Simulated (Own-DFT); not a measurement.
# One trend across several semiconductors

The numbers are computed, not measured, by runs of the plane-wave DFT program Own-DFT (in-house, retired, unreviewed) at fixed positions, with no spin and no spin-orbit coupling.

Limits (not all hold for every row): forces on such cells moved up to 12 meV/angstrom on a denser k mesh; k mesh not checked against a denser one; forces on such cells passed a denser k mesh, each cell not checked; stress not checked against mesh or cutoff.

All runs are PBE with PseudoDojo norm-conserving files; cutoff and k mesh are each material's own. Every cell starts from measured lattice constants and was given uniform random strains and small random moves of its atoms. Each triple is the change of volume in per cent, the rms move u in Å and the pressure in GPa.

- 2H SiC (C36Si36), 10.36 Å³/atom unstrained: (-1.68, 0.051, 10.31); (-1.54, 0.055, 10.25); (-1.22, 0.046, 8.28); (-0.98, 0.053, 8.63); (1.48, 0.048, 2.63); (1.85, 0.050, 1.61); (3.24, 0.051, -1.08)
- wurtzite AlN (Al64N64), 10.45 Å³/atom unstrained: (-2.57, 0.050, 11.62); (-2.55, 0.052, 12.06); (-2.33, 0.051, 10.86); (-1.84, 0.048, 9.69); (-1.14, 0.051, 7.94); (-1.04, 0.054, 9.17); (2.23, 0.050, 1.25)
- wurtzite GaN (Ga48N48), 11.42 Å³/atom unstrained: (-3.30, 0.051, 15.01); (-0.02, 0.048, 7.36); (0.90, 0.047, 6.00); (1.18, 0.052, 5.45); (1.39, 0.052, 5.19); (1.56, 0.051, 4.64); (1.65, 0.055, 5.07)
- diamond silicon (Si64), 20.02 Å³/atom unstrained: withheld
- zincblende GaP (Ga32P32), 20.24 Å³/atom unstrained: (-1.60, 0.049, 5.03); (-0.90, 0.056, 4.29); (-0.22, 0.053, 3.38); (0.18, 0.049, 3.19); (0.76, 0.048, 2.54); (2.11, 0.048, 1.49); (3.10, 0.053, 0.84)
- zincblende InP (In32P32), 25.27 Å³/atom unstrained: (-3.62, 0.048, 6.59); (-1.67, 0.051, 4.95); (-0.91, 0.049, 4.25); (-0.11, 0.044, 3.60); (1.57, 0.043, 2.33); (1.83, 0.050, 2.38); (3.93, 0.049, 1.17)
- grey tin (Sn64), 34.15 Å³/atom unstrained: (-3.12, 0.048, 5.66); (-2.58, 0.049, 5.11); (-1.70, 0.052, 4.76); (-1.59, 0.051, 4.70); (-0.25, 0.052, 3.94); (0.95, 0.045, 3.09); (1.57, 0.049, 3.01)

## Working it out

Fit a line to each set against the fractional change of volume; B is minus its slope, and u is nearly the same within a set. To take it to zero pressure, assume that B rises by 4 GPa for each GPa: B0 = B - 4 x (mean pressure). The bond length of an ideal tetrahedral crystal with the unstrained volume v is d = (√3/4)(8 v)^(1/3). Cohen's empirical rule reads B0 = (1971 - 220 L) d^(-3.5) GPa, with L = 0 for group IV crystals and SiC and 1 for III-V compounds.

| material | L | d (Å) | B (GPa) | mean P (GPa) | B0 (GPa) | rule (GPa) |
|---|---|---|---|---|---|---|
| 2H SiC (C36Si36) | 0 | 1.888 | 233 ± 9 | 5.8 | 210 ± 9 | 213 |
| wurtzite AlN (Al64N64) | 1 | 1.893 | 216 ± 13 | 8.9 | 181 ± 13 | 188 |
| wurtzite GaN (Ga48N48) | 1 | 1.950 | 207 ± 9 | 7.0 | 179 ± 9 | 169 |
| diamond silicon (Si64) | 0 | 2.352 | ? | ? | ? | 99 |
| zincblende GaP (Ga32P32) | 1 | 2.360 | 89 ± 5 | 3.0 | 77 ± 5 | 87 |
| zincblende InP (In32P32) | 1 | 2.541 | 73 ± 4 | 3.6 | 58 ± 4 | 67 |
| grey tin (Sn64) | 0 | 2.810 | 57 ± 3 | 4.3 | 39 ± 3 | 53 |

A line through ln[B0/(1971 - 220 L)] against ln d has a slope of -4.2 ± 0.1 and a scatter of 5 %. Against the rule, B0 stands at 99 % for 2H SiC, 96 % for wurtzite AlN, 106 % for wurtzite GaN, 89 % for zincblende GaP, 87 % for zincblende InP, 74 % for grey tin. PBE tends to make silicon and heavier crystals too soft, and the rule itself is only a guide.

## Check

The question: what B0 does the fitted trend give for diamond silicon (Si64)?

The straight line predicts 87 GPa. Its own runs give B = 97 ± 7 GPa at a mean pressure of 3.4 GPa, so B0 = 83 GPa.
